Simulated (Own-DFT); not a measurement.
Simulation results for GaP (zincblende, atoms displaced)

All values are calculated (Own-DFT development build). A calculation, not a measurement: plane-wave PBE density functional theory by an unreviewed code, no spin, of a simulated periodic cell, stress positive in tension, free energy of the whole cell less one offset for each atom, forces on such cells passed a denser k mesh, this cell's mesh not checked; offsets are fitted by least squares, one for each functional and potential file, so energies compare only between cells with the same atoms and settings and are not formation energies; the far tail of each file's local potential was reset to the Coulomb form; each entry is a single point on an unrelaxed cell, so the pressure reflects the starting lattice, mostly measured values (interpolated for alloys), from which strain is counted, and rises with the displacements; printed positions are rounded, which can move forces by about a meV/angstrom; the program, named Own-DFT, is a retired in-house code; no spin-orbit coupling.

Settings shared by all entries: functional PBE; potential files PseudoDojo norm-conserving, scalar-relativistic, standard set; wave cutoff 42 hartree; occupations Fermi-Dirac; smearing width 0.1 eV; hardware one NVIDIA H200; k mesh 2 x 3 x 3 centred on Gamma.

(1) GaP (zincblende, atoms displaced)

```
cell vectors (Å)
  16.3515     0.0000     0.0000
   0.0000    10.9010     0.0000
   0.0000     0.0000    10.9010
atoms (fractions of the cell vectors)
Ga  0.00109  0.00169  0.99965
Ga  0.99920  0.25046  0.25302
Ga  0.16800  0.00290  0.25513
Ga  0.16851  0.24919  0.00030
P   0.08400  0.12347  0.12410
P   0.08753  0.37627  0.37951
P   0.24673  0.13091  0.37159
P   0.25107  0.37491  0.11770
Ga  0.00039  0.99775  0.49514
Ga  0.00141  0.24328  0.75103
Ga  0.16835  0.99613  0.75122
Ga  0.16053  0.25389  0.49749
P   0.08383  0.12235  0.62920
P   0.08663  0.37753  0.87538
P   0.24845  0.12492  0.87262
P   0.25256  0.38283  0.62392
Ga  0.00119  0.49979  0.01046
Ga  0.99778  0.74822  0.25150
Ga  0.16896  0.50421  0.24462
Ga  0.16869  0.75533  0.00811
P   0.08538  0.62804  0.12281
P   0.08683  0.87386  0.37466
P   0.25300  0.63152  0.37739
P   0.24803  0.87514  0.12464
Ga  0.99718  0.50093  0.50399
Ga  0.00149  0.75195  0.75049
Ga  0.17164  0.49988  0.74247
Ga  0.17197  0.75856  0.50570
P   0.08291  0.61869  0.62451
P   0.08373  0.87751  0.87048
P   0.25095  0.62343  0.87889
P   0.24794  0.87694  0.62227
Ga  0.33265  0.99480  0.00734
Ga  0.33637  0.24931  0.25666
Ga  0.49555  0.99556  0.24582
Ga  0.50021  0.25463  0.99664
P   0.41729  0.13077  0.12128
P   0.41188  0.37109  0.37560
P   0.58492  0.12365  0.37475
P   0.58346  0.37460  0.12110
Ga  0.32652  0.99784  0.49710
Ga  0.33309  0.25439  0.75523
Ga  0.49847  0.00329  0.74902
Ga  0.49474  0.25116  0.49373
P   0.41860  0.12122  0.62343
P   0.41835  0.37755  0.87417
P   0.58028  0.12097  0.87728
P   0.58765  0.37425  0.62373
Ga  0.33462  0.49539  0.00718
Ga  0.33758  0.74645  0.25125
Ga  0.49700  0.49662  0.25380
Ga  0.49805  0.74846  0.00241
P   0.41729  0.62601  0.13147
P   0.41086  0.87601  0.37269
P   0.58276  0.62579  0.36991
P   0.57930  0.87692  0.11836
Ga  0.33158  0.50010  0.50188
Ga  0.33607  0.74773  0.74669
Ga  0.49605  0.49338  0.74952
Ga  0.49771  0.75946  0.49512
P   0.42118  0.61786  0.62276
P   0.41631  0.87334  0.87603
P   0.58173  0.62529  0.87686
P   0.58776  0.87415  0.61945
Ga  0.66926  0.00092  0.00184
Ga  0.66780  0.24115  0.25263
Ga  0.83291  0.00518  0.24466
Ga  0.83260  0.25664  0.00663
P   0.74817  0.12398  0.12075
P   0.75320  0.38497  0.37891
P   0.91503  0.12532  0.37018
P   0.91862  0.37321  0.12972
Ga  0.66485  0.00134  0.50632
Ga  0.67204  0.25079  0.74904
Ga  0.83890  0.99739  0.74944
Ga  0.82919  0.24979  0.49862
P   0.75378  0.12614  0.62371
P   0.74731  0.36719  0.86958
P   0.92141  0.12195  0.88231
P   0.91962  0.38144  0.62842
Ga  0.66413  0.50563  0.99896
Ga  0.66496  0.75229  0.24123
Ga  0.83457  0.49784  0.25205
Ga  0.83437  0.75330  0.00816
P   0.74752  0.62267  0.12699
P   0.75318  0.87463  0.37271
P   0.91243  0.62485  0.37402
P   0.91564  0.87475  0.12200
Ga  0.66554  0.49758  0.50038
Ga  0.66601  0.74876  0.75158
Ga  0.83131  0.49736  0.75044
Ga  0.83521  0.74539  0.49972
P   0.74890  0.62815  0.63080
P   0.75137  0.87713  0.86955
P   0.91867  0.62105  0.87210
P   0.91582  0.87905  0.61894
```

The calculation gives: free energy of cell above offsets -50.972 eV; pressure 3.09 GPa; stress xx -3.08 GPa; stress yy -3.12 GPa; stress zz -3.08 GPa; stress yz 0.14 GPa; stress xz 0.01 GPa; stress xy -0.68 GPa; wall time 916.7 s.

Force:
```csv
element,x (eV/Å),y (eV/Å),z (eV/Å)
Ga,0.462,-0.696,0.304
Ga,0.804,-0.198,0.12
Ga,-0.375,-0.214,-0.737
Ga,-0.529,-0.042,-0.394
P,0.055,0.274,0.437
P,-1.329,1.033,-1.263
P,0.327,-0.081,0.765
P,-0.006,-0.544,1.525
Ga,0.17,0.443,0.039
Ga,0.006,0.933,0.392
Ga,-0.13,0.513,-0.113
Ga,1.14,-0.685,1.223
P,0.06,-0.113,-0.834
P,-0.298,-0.214,-0.039
P,0.619,-0.296,0.448
P,-0.268,-1.695,-0.152
Ga,0.1,-0.034,-1.306
Ga,0.316,0.222,-0.095
Ga,0.232,-0.168,0.545
Ga,-0.445,-0.478,-1.574
P,-0.448,0.093,0.69
P,-0.473,-0.141,-0.006
P,-0.427,-0.517,-0.16
P,0.698,0.172,1.306
Ga,0.417,0.11,-0.826
Ga,-0.256,-0.328,-0.471
Ga,-0.699,0.4,1.214
Ga,-1.404,-1.526,-0.734
P,0.461,1.273,-0.12
P,0.142,-0.417,0.903
P,0.098,0.329,-0.187
P,1.111,0.104,1.234
Ga,0.118,0.717,-0.88
Ga,-0.861,-0.246,-1.387
Ga,0.431,0.682,0.219
Ga,0.283,-0.331,-0.004
P,-0.268,-0.435,0.368
P,0.469,1.088,0.318
P,-0.888,-0.353,0.097
P,0.076,-0.046,0.802
Ga,0.519,0.86,-0.006
Ga,0.061,-0.463,-0.684
Ga,0.515,-0.858,0.063
Ga,1.134,-0.358,0.66
P,-1.1,0.525,-0.23
P,-0.643,-0.317,0.576
P,0.814,0.617,-0.365
P,-1.081,-0.464,0.131
Ga,0.348,0.943,-0.809
Ga,-1.013,0.359,-0.295
Ga,0.564,-0.135,-0.214
Ga,-0.022,-0.133,-0.408
P,0.107,-0.601,-0.701
P,0.448,0.484,0.202
P,-0.106,0.119,0.463
P,0.577,-0.024,0.419
Ga,0.459,0.516,-0.493
Ga,-0.246,-0.265,0.232
Ga,1.462,0.465,-0.232
Ga,0.494,-0.891,0.131
P,-0.432,1.035,-0.349
P,-0.057,0.162,-0.208
P,-0.437,0.003,-0.533
P,-1.207,-0.171,1.03
Ga,-0.627,-0.428,-0.897
Ga,0.085,1.254,-0.153
Ga,-0.045,-0.627,0.18
Ga,0.117,-0.596,-0.807
P,0.538,0.487,0.456
P,-0.764,-1.324,-0.496
P,0.109,0.125,0.582
P,-0.271,0.416,-0.024
Ga,1.045,0.182,-0.973
Ga,-1.363,-1.238,-0.463
Ga,-0.287,0.644,0.227
Ga,1.122,0.576,0.058
P,-0.313,-0.537,0.49
P,0.843,1.491,1.467
P,-1.252,0.799,-0.592
P,-0.714,-1.487,-0.043
Ga,0.391,-0.729,-0.164
Ga,-0.027,0.24,0.692
Ga,-0.201,0.325,-0.55
Ga,-0.493,-0.934,-1.329
P,0.689,0.033,-0.313
P,-0.645,0.148,0.028
P,1.048,-0.258,0.101
P,0.752,0.565,0.69
Ga,0.06,1.112,0.023
Ga,-0.153,0.244,0.161
Ga,0.109,0.2,0.15
Ga,-0.751,0.566,0.294
P,0.173,-0.551,-0.712
P,-0.045,-0.22,0.732
P,-0.353,0.382,0.887
P,0.573,-0.852,0.25
```

(2) GaP (zincblende, atoms displaced)

```
cell vectors (Å)
  16.3515     0.0000     0.0000
   0.0000    10.9010     0.0000
   0.0000     0.0000    10.9010
atoms (fractions of the cell vectors)
Ga  0.00213  0.99895  0.99860
Ga  0.99873  0.24911  0.24600
Ga  0.16202  0.99444  0.25333
Ga  0.16814  0.23929  0.99647
P   0.08693  0.13041  0.12508
P   0.08579  0.37640  0.37355
P   0.25288  0.12183  0.37267
P   0.24644  0.37184  0.12811
Ga  0.00113  0.99411  0.50340
Ga  0.00054  0.24527  0.75403
Ga  0.16713  0.99596  0.75067
Ga  0.16235  0.25586  0.50780
P   0.08658  0.11781  0.62728
P   0.07971  0.37489  0.87834
P   0.25020  0.13047  0.88592
P   0.24921  0.38050  0.62648
Ga  0.99974  0.49448  0.99781
Ga  0.00107  0.75217  0.23779
Ga  0.17157  0.49918  0.24598
Ga  0.16420  0.75255  0.99883
P   0.08161  0.61685  0.11637
P   0.08700  0.87259  0.37740
P   0.25072  0.62665  0.38218
P   0.25146  0.87979  0.12580
Ga  0.99954  0.50117  0.50670
Ga  0.99483  0.75418  0.75629
Ga  0.16855  0.49681  0.75094
Ga  0.16690  0.74554  0.50451
P   0.08314  0.63504  0.62699
P   0.07933  0.87136  0.87153
P   0.25029  0.63132  0.87399
P   0.24968  0.87375  0.62736
Ga  0.33343  0.00377  0.00098
Ga  0.32986  0.24989  0.24880
Ga  0.49883  0.00110  0.25095
Ga  0.49850  0.24718  0.99810
P   0.41585  0.12267  0.12240
P   0.42053  0.37664  0.37751
P   0.58419  0.11801  0.38025
P   0.58268  0.37654  0.11800
Ga  0.33513  0.00006  0.50785
Ga  0.33319  0.25347  0.75418
Ga  0.49674  0.00105  0.74924
Ga  0.49909  0.24743  0.50134
P   0.41289  0.12573  0.63124
P   0.41385  0.37177  0.87524
P   0.58370  0.12657  0.88241
P   0.57908  0.36960  0.62420
Ga  0.33533  0.49298  0.99793
Ga  0.32985  0.75542  0.25937
Ga  0.49981  0.50472  0.24900
Ga  0.50202  0.75466  0.00931
P   0.41414  0.62192  0.11738
P   0.42150  0.87685  0.37819
P   0.58397  0.62816  0.37323
P   0.58340  0.86943  0.11941
Ga  0.32990  0.49468  0.49743
Ga  0.33209  0.75688  0.75123
Ga  0.49880  0.50183  0.74657
Ga  0.49811  0.75155  0.49970
P   0.41792  0.62892  0.62761
P   0.41230  0.87679  0.88535
P   0.58440  0.62958  0.88330
P   0.57971  0.87347  0.62410
Ga  0.66100  0.99731  0.00351
Ga  0.66719  0.24844  0.25448
Ga  0.83435  0.99697  0.24928
Ga  0.83463  0.25720  0.99845
P   0.75206  0.12624  0.12829
P   0.74475  0.37749  0.37604
P   0.91980  0.12236  0.37361
P   0.92039  0.37897  0.12614
Ga  0.66951  0.00240  0.49763
Ga  0.66711  0.25068  0.74876
Ga  0.83206  0.99415  0.74755
Ga  0.83580  0.25211  0.49606
P   0.74919  0.13450  0.62419
P   0.74838  0.37164  0.87142
P   0.91938  0.12844  0.88008
P   0.90814  0.37418  0.62493
Ga  0.66398  0.49628  0.00937
Ga  0.66292  0.75184  0.24542
Ga  0.83365  0.50096  0.24863
Ga  0.83058  0.74656  0.99164
P   0.74529  0.62769  0.13380
P   0.75134  0.87478  0.37087
P   0.91391  0.62478  0.38518
P   0.91485  0.87158  0.11509
Ga  0.66519  0.49783  0.49832
Ga  0.66696  0.75330  0.74830
Ga  0.82882  0.50046  0.75290
Ga  0.83091  0.74122  0.49817
P   0.74918  0.62441  0.62781
P   0.74933  0.86846  0.86988
P   0.90887  0.62442  0.87392
P   0.91478  0.87493  0.62703
```

The calculation gives: free energy of cell above offsets -50.651 eV; pressure 3.17 GPa; stress xx -3.2 GPa; stress yy -3.19 GPa; stress zz -3.12 GPa; stress yz -0.08 GPa; stress xz 0.33 GPa; stress xy 0.2 GPa; wall time 979.4 s.

Force:
```csv
element,x (eV/Å),y (eV/Å),z (eV/Å)
Ga,0.019,0.395,0.327
Ga,0.565,0.118,0.513
Ga,0.966,0.883,-0.394
Ga,-1.05,2.002,0.875
P,-0.802,-1.153,0.291
P,-0.685,0.21,0.127
P,-0.763,0.106,0.888
P,0.717,-0.093,-1.111
Ga,0.008,0.217,-0.222
Ga,-0.196,0.364,-0.78
Ga,0.276,0.227,0.663
Ga,0.738,-0.694,-0.731
P,-0.622,0.682,0.003
P,1.13,-0.559,-0.729
P,0.657,-1.357,-2.153
P,0.121,-0.969,0.121
Ga,-0.674,0.807,-0.362
Ga,-0.179,-0.517,0.976
Ga,-0.77,0.638,0.647
Ga,0.364,-0.143,0.204
P,0.614,0.716,0.765
P,-0.972,-0.601,-0.084
P,-0.292,-0.275,-0.763
P,-0.734,-0.43,0.103
Ga,0.113,-0.204,-0.108
Ga,-0.188,-0.732,-0.613
Ga,-0.702,1.03,0.469
Ga,0.169,0.568,-0.223
P,-0.575,-1.206,0.808
P,0.759,0.639,0.535
P,-0.016,-0.867,0.265
P,0.026,0.223,-0.372
Ga,-0.267,-0.148,0.314
Ga,0.836,0.004,0.295
Ga,0.44,-0.081,-0.38
Ga,-0.091,0.344,0.295
P,0.218,0.582,0.668
P,-0.685,-0.32,-0.525
P,-0.493,0.828,-0.726
P,-0.789,-1.106,1.578
Ga,-0.324,-0.055,-0.772
Ga,-0.678,-0.233,-0.307
Ga,0.303,-0.238,0.806
Ga,-0.219,-0.46,-0.101
P,0.372,0.353,-0.251
P,0.998,0.333,-0.256
P,-0.067,-0.298,-1.259
P,0.599,0.634,0.269
Ga,-1.071,0.52,0.134
Ga,0.685,-0.277,-0.733
Ga,0.033,-0.131,-0.34
Ga,-1.277,-1.084,-1.311
P,0.012,0.652,1.292
P,-1.046,0.108,-0.132
P,-0.271,-0.087,0.331
P,-0.079,1.347,1.575
Ga,1.097,0.566,0.371
Ga,0.528,-0.513,0.246
Ga,0.342,0.078,0.822
Ga,0.482,-0.577,0.068
P,-0.872,-0.221,-0.391
P,0.883,-0.148,-0.908
P,-0.151,-0.466,-0.788
P,0.657,0.565,0.066
Ga,1.413,0.305,-0.385
Ga,-0.55,-0.011,-0.473
Ga,0.292,0.135,-0.242
Ga,-0.064,-0.443,0.305
P,-0.26,-0.146,-0.472
P,1.169,-0.349,-0.385
P,-0.148,-0.076,0.155
P,-0.961,-0.226,0.053
Ga,0.154,-0.614,0.735
Ga,-0.698,-0.149,0.247
Ga,-0.094,1.208,0.399
Ga,-0.64,-0.267,-0.481
P,0.501,-1.167,-0.162
P,-0.186,0.703,0.867
P,-0.801,-0.766,-0.322
P,1.647,0.199,0.596
Ga,0.946,0.825,-1.161
Ga,0.291,0.244,0.905
Ga,-0.171,0.169,0.595
Ga,-0.634,0.004,1.135
P,1,-0.477,-1.185
P,-0.343,-0.313,0.385
P,1.068,-0.3,-1.69
P,0.026,0.327,0.368
Ga,-0.38,0.437,0.594
Ga,-0.776,-0.608,-0.106
Ga,-0.031,-0.27,-0.345
Ga,-0.332,1.102,0.519
P,-0.638,-0.163,-0.356
P,-0.281,1.273,0.66
P,1.448,-0.681,0.026
P,-0.093,-0.401,-0.664
```

(3) GaP (zincblende, atoms displaced)

```
cell vectors (Å)
  16.3515     0.0000     0.0000
   0.0000    10.9010     0.0000
   0.0000     0.0000    10.9010
atoms (fractions of the cell vectors)
Ga  0.99648  0.00671  0.99439
Ga  0.99810  0.25514  0.24792
Ga  0.16315  0.00207  0.25344
Ga  0.17108  0.25673  0.00205
P   0.08841  0.12494  0.12885
P   0.08170  0.37200  0.37307
P   0.24456  0.12445  0.36820
P   0.25494  0.36926  0.12332
Ga  0.00098  0.00322  0.50517
Ga  0.00180  0.24074  0.75525
Ga  0.16913  0.00758  0.74407
Ga  0.16291  0.25289  0.49594
P   0.08366  0.12598  0.62343
P   0.07816  0.38093  0.86787
P   0.25379  0.11790  0.87664
P   0.25207  0.37253  0.63136
Ga  0.00028  0.49631  0.99368
Ga  0.00428  0.74226  0.24784
Ga  0.16771  0.49596  0.23801
Ga  0.17342  0.73924  0.00403
P   0.08427  0.63121  0.12348
P   0.08323  0.87930  0.37561
P   0.25086  0.62192  0.37371
P   0.25321  0.87528  0.12446
Ga  0.99660  0.49834  0.50479
Ga  0.99450  0.75536  0.75089
Ga  0.16850  0.49860  0.74788
Ga  0.16476  0.73821  0.49354
P   0.08052  0.62604  0.62264
P   0.08291  0.87091  0.87702
P   0.24907  0.62732  0.87048
P   0.25253  0.87135  0.62911
Ga  0.32852  0.00323  0.99728
Ga  0.33616  0.25357  0.24543
Ga  0.49901  0.99582  0.24896
Ga  0.50284  0.24974  0.00733
P   0.41798  0.11838  0.12554
P   0.41922  0.36571  0.37405
P   0.58450  0.12329  0.37013
P   0.58458  0.37203  0.12657
Ga  0.33388  0.00622  0.49753
Ga  0.33704  0.25242  0.75097
Ga  0.49772  0.00068  0.74607
Ga  0.50082  0.24860  0.50343
P   0.41578  0.12381  0.63113
P   0.42154  0.37877  0.88199
P   0.59365  0.13049  0.87536
P   0.58573  0.37575  0.62622
Ga  0.33147  0.49961  0.99787
Ga  0.33909  0.74811  0.24908
Ga  0.49769  0.50032  0.25227
Ga  0.50158  0.74082  0.00394
P   0.41698  0.62013  0.12003
P   0.41850  0.88200  0.36681
P   0.58403  0.63103  0.36998
P   0.57773  0.86702  0.13011
Ga  0.33616  0.49849  0.50131
Ga  0.33354  0.74656  0.74521
Ga  0.49494  0.50404  0.74809
Ga  0.49599  0.75431  0.50497
P   0.41893  0.62229  0.62597
P   0.42156  0.87987  0.87489
P   0.58209  0.62038  0.87442
P   0.58507  0.87672  0.61842
Ga  0.66253  0.99760  0.99273
Ga  0.66155  0.24776  0.24662
Ga  0.83024  0.00177  0.25636
Ga  0.83187  0.25943  0.00270
P   0.75548  0.12331  0.13116
P   0.74803  0.37487  0.38023
P   0.91313  0.12157  0.37835
P   0.91423  0.37408  0.12603
Ga  0.66975  0.99687  0.50558
Ga  0.66699  0.25055  0.75121
Ga  0.83405  0.00140  0.75014
Ga  0.83540  0.25531  0.50198
P   0.75604  0.13013  0.62458
P   0.75477  0.37237  0.87055
P   0.92359  0.12176  0.87755
P   0.91589  0.36996  0.63131
Ga  0.67005  0.49601  0.99506
Ga  0.66737  0.74877  0.24843
Ga  0.83596  0.49794  0.24575
Ga  0.83620  0.75692  0.99585
P   0.75289  0.62231  0.12625
P   0.74378  0.87730  0.37554
P   0.92018  0.61711  0.37742
P   0.91619  0.86823  0.12645
Ga  0.66905  0.50263  0.49983
Ga  0.66755  0.75385  0.74656
Ga  0.83647  0.49061  0.74286
Ga  0.83380  0.74614  0.49790
P   0.75605  0.61975  0.61986
P   0.75108  0.86753  0.87742
P   0.91721  0.63408  0.87192
P   0.91749  0.87168  0.62447
```

Questions
1. What pressure does the calculation give for GaP (zincblende, atoms displaced) (entry 3)?
2. What stress yy does the calculation give for GaP (zincblende, atoms displaced) (entry 3)?
3. GaP (zincblende, atoms displaced) (entry 3): stress xx?

Calculated values
1. 3.27 GPa
2. -3.22 GPa
3. -3.22 GPa

Further results for GaP (zincblende, atoms displaced) (entry 3):

- free energy of cell above offsets: -49.838 eV
- stress zz: -3.37 GPa
- stress yz: 0.62 GPa
- stress xz: -0.4 GPa
- stress xy: 0.32 GPa
- wall time: 913.6 s

Force:
```csv
element,x (eV/Å),y (eV/Å),z (eV/Å)
Ga,1.779,-1.838,1.85
Ga,0.123,-1.243,0.239
Ga,0.509,-0.938,-0.59
Ga,-0.867,-0.891,-0.851
P,-1.194,0.678,-0.959
P,-0.083,1.077,-0.052
P,1.199,0.8,0.796
P,-0.261,1.07,-0.145
Ga,-0.445,-0.462,-0.473
Ga,0.032,0.602,-0.635
Ga,-0.278,-1.229,0.7
Ga,0.716,-0.214,0.281
P,0.267,0.348,0.084
P,1.434,-0.918,0.412
P,-1.053,1.985,-0.935
P,-0.221,-0.008,-0.96
Ga,-0.658,1.111,0.712
Ga,-0.776,0.979,0.88
Ga,-0.167,0.154,0.852
Ga,-0.562,1.577,-0.291
P,0.258,-1.737,-0.555
P,-0.237,-0.817,0.171
P,0.422,-0.383,-0.534
P,-0.455,-0.255,0.475
Ga,0.685,-0.562,0.093
Ga,1.42,-0.15,-0.059
Ga,-0.594,0.473,-0.217
Ga,0.148,1.194,0.466
P,0.09,-0.252,0.563
P,0.549,0.54,-0.112
P,0.547,-0.817,0.065
P,-0.573,0.322,-1.329
Ga,1.493,-1.106,0.674
Ga,0.015,-1.285,0.516
Ga,0.835,0.762,-0.185
Ga,0.006,-0.509,-0.504
P,-0.339,0.58,-0.419
P,-0.305,0.955,0.405
P,-0.337,-0.442,0.954
P,-0.083,1.041,-0.192
Ga,-0.501,-0.518,-0.068
Ga,-0.039,-0.126,0.976
Ga,1.328,0.022,0.54
Ga,0.475,-0.467,-0.018
P,0.14,0.502,-1.002
P,-0.526,-0.555,-0.478
P,-2.314,-0.373,-0.148
P,-0.494,0.321,0.012
Ga,0.048,0.129,-0.274
Ga,-0.567,0.089,-0.098
Ga,0.577,-0.139,-0.103
Ga,-0.151,0.679,-0.741
P,-0.367,-0.106,0.568
P,-0.784,-0.895,1.636
P,-0.615,-0.653,1.006
P,1.044,0.585,-0.843
Ga,-0.275,-0.382,-0.317
Ga,0.667,0.61,0.755
Ga,1.289,-0.91,0.504
Ga,0.517,-0.036,-1.086
P,-0.759,0.554,-0.603
P,-0.729,-1.03,0.394
P,0.604,0.351,-0.364
P,-0.541,-0.086,1.017
Ga,0.937,-0.68,1.46
Ga,1.32,-0.049,0.452
Ga,0.563,-0.999,-0.153
Ga,0.296,-1.507,-0.135
P,-1.273,0.373,-1.191
P,0.292,-0.213,-1.048
P,0.855,0.666,-0.025
P,0.937,0.435,-0.552
Ga,-0.074,1.258,-0.43
Ga,0.835,0.295,-0.751
Ga,0.154,-0.338,0.227
Ga,-0.19,-0.213,-0.559
P,-0.917,-0.47,0.291
P,-0.599,0.385,0.012
P,-2.495,1.185,-0.56
P,1.326,-0.599,-0.574
Ga,-0.115,0.128,0.374
Ga,0.197,0.051,-0.305
Ga,-0.644,0.122,1.084
Ga,-0.188,-1.082,0.769
P,-0.172,0.421,-0.652
P,1.146,-0.749,-0.013
P,-0.507,0.724,-0.72
P,0.324,1.135,0.457
Ga,-0.596,0.148,-0.235
Ga,0.026,-0.916,-0.023
Ga,-0.258,1.499,1.06
Ga,0.142,0.496,-0.564
P,-0.813,0.417,0.801
P,-0.473,1.27,-0.668
P,-0.487,-1.677,0.177
P,-0.618,0.725,-0.463
```
